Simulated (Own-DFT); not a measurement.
# How strain changes the stress of diamond-structure GeSn with randomly placed atoms, 64 atoms (Ge56Sn8)

All numbers below are calculated, not measured. The program, named Own-DFT, is a retired in-house plane-wave density functional code that no person has reviewed. Each row is one single-point run on a periodic cell that was not relaxed, without spin or spin-orbit coupling.

Settings of every run: PBE; PseudoDojo norm-conserving scalar-relativistic files; cutoff 49 hartree; 3 x 3 x 3 k mesh centred on Gamma; Fermi-Dirac smearing of 0.1 eV.

Known limits: forces on such cells moved up to 12 meV/angstrom on a denser k mesh; stress not checked against mesh or cutoff.

Unstrained cell vectors in Å: (11.524, 0.000, 0.000); (0.000, 11.524, 0.000); (0.000, 0.000, 11.524). The unstrained cell has measured lattice constants (interpolated for alloys), not those of this functional. That, the random moves and any unrelaxed bonds set the pressure at no strain. Each run strains this cell uniformly, with the atoms carried along. Every atom was also moved at random, by a Gaussian of width 0.05 Å on each axis. The random placing of the alloy's atoms differs from row to row. Strain is the symmetric tensor, in per cent. Stress is positive in tension, and the pressure is minus a third of its trace.

| run | e_xx (%) | e_yy (%) | e_zz (%) | s_xx (GPa) | s_yy (GPa) | s_zz (GPa) | P (GPa) | E (meV/atom) |
|---|---|---|---|---|---|---|---|---|
| 1 | 0.25 | 0.25 | 0.00 | -4.94 | -4.64 | -5.04 | 4.88 | 12.3 |
| 2 | -2.00 | -2.00 | 0.00 | -8.97 | -9.00 | -8.00 | 8.66 | 64.5 |
| 3 | 0.75 | 0.75 | 0.00 | -4.18 | -4.04 | -4.46 | 4.23 | 10.4 |
| 4 | -2.25 | -2.25 | 0.00 | -9.39 | -9.15 | -8.03 | 8.86 | 49.9 |
| 5 | -0.25 | -0.25 | 0.00 | -5.74 | -5.65 | -5.70 | 5.70 | 23.5 |
| 6 | -0.75 | -0.75 | 0.00 | -6.63 | -6.50 | -6.02 | 6.39 | 28.7 |
| 7 | -1.50 | -1.50 | 0.00 | -7.89 | -7.99 | -7.24 | 7.71 | 44.1 |
| 8 | 2.25 | 2.25 | 0.00 | -1.73 | -1.90 | -3.13 | 2.25 | 0.0 |
| 9 | 1.25 | 1.25 | 0.00 | ? | ? | ? | ? | ? |

E is the free energy for each atom above the lowest run shown.

## Worked fit

The change of volume is close to e_xx + e_yy + e_zz. A straight line through the runs shown gives P = 5.44 - 75 x (fractional change of volume) GPa, with an error of 2 on the slope and a scatter of 0.18 GPa. The strain isn't the same on all axes, but the crystal is cubic, so the slope still estimates the bulk modulus, averaged over pressures from 2.3 to 8.9 GPa.

## Withheld run

Question: what pressure should run 9 give? Its volume changes by 2.52 %.

The line gives 3.5 GPa. The calculation gave 3.58 GPa.
